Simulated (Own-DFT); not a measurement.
# Point defects and the pressure they add: C40 NbSi2

Calculated, not measured: single-point runs of Own-DFT, a retired in-house plane-wave DFT program that no person has reviewed, on unrelaxed cells, without spin or spin-orbit coupling.

Common settings: PBEsol; PseudoDojo norm-conserving scalar-relativistic files, made for PBE; cutoff 42 hartree; 4 x 4 x 5 k mesh centred on Gamma; cold (Marzari-Vanderbilt) smearing of 0.2 eV.

Caveats: forces on such cells failed a check on a denser k mesh; stress not checked against mesh or cutoff.

All runs share one cell, with vectors in Å (0.000, 8.324, 0.000); (-9.613, 0.000, 0.000); (0.000, 0.000, 6.586) and a volume of 527.0 Å³. Atoms were moved at random from their sites; u is the rms move along one axis. The defect's site can differ from row to row.

| cell | formula | u (Å) | P (GPa) |
|---|---|---|---|
| no defect | Nb12Si24 | 0.0203 | -2.19 |
| no defect | Nb12Si24 | 0.0484 | -1.20 |
| no defect | Nb12Si24 | 0.0499 | -0.99 |
| two Nb vacancies | Nb10Si24 | 0.0295 | -3.65 |
| two Nb vacancies | Nb10Si24 | 0.0309 | -3.04 |
| two Nb vacancies | Nb10Si24 | 0.0489 | -2.59 |
| one Si vacancy | Nb12Si23 | 0.0295 | ? |
| one Si vacancy | Nb12Si23 | 0.0298 | -2.56 |
| one Si vacancy | Nb12Si23 | 0.0445 | -2.13 |
| one Si vacancy | Nb12Si23 | 0.0548 | -1.87 |
| two Si on a Nb site each | Nb10Si26 | 0.0284 | -1.81 |
| two Si on a Nb site each | Nb10Si26 | 0.0479 | -0.78 |
| two Si on a Nb site each | Nb10Si26 | 0.0503 | -0.87 |
| two Nb on a Si site each | Nb14Si22 | 0.0284 | 3.43 |
| two Nb on a Si site each | Nb14Si22 | 0.0292 | 3.45 |
| two Nb on a Si site each | Nb14Si22 | 0.0460 | 4.09 |

## Working it out

P = P0 + c u² + a shift for each defect gives P0 = -2.33 GPa, c = 497 ± 59 GPa/Å² and a scatter of 0.18 GPa. The shifts, and each times the cell's volume:

- two Nb on a Si site each: 5.36 ± 0.15 GPa, 17.6 eV (8.8 eV for each of its 2 sites)
- two Si on a Nb site each: 0.24 ± 0.15 GPa, 0.8 eV (0.4 eV for each of its 2 sites) (not resolved)
- one Si vacancy: -0.83 ± 0.15 GPa, -2.7 eV
- two Nb vacancies: -1.46 ± 0.15 GPa, -4.8 eV (-2.4 eV for each of its 2 sites)

Against the defect-free cell, a freed cell would be larger where the shift is positive and smaller where it is negative (160.2 GPa Å³ is 1 eV). The atoms around the defects weren't relaxed, which would change these numbers.

## Withheld run

Asked: what pressure belongs in the blank (one Si vacancy, u = 0.0295 Å)?

The fit gives -2.73 ± 0.22 GPa. The hidden result is -2.62 GPa.
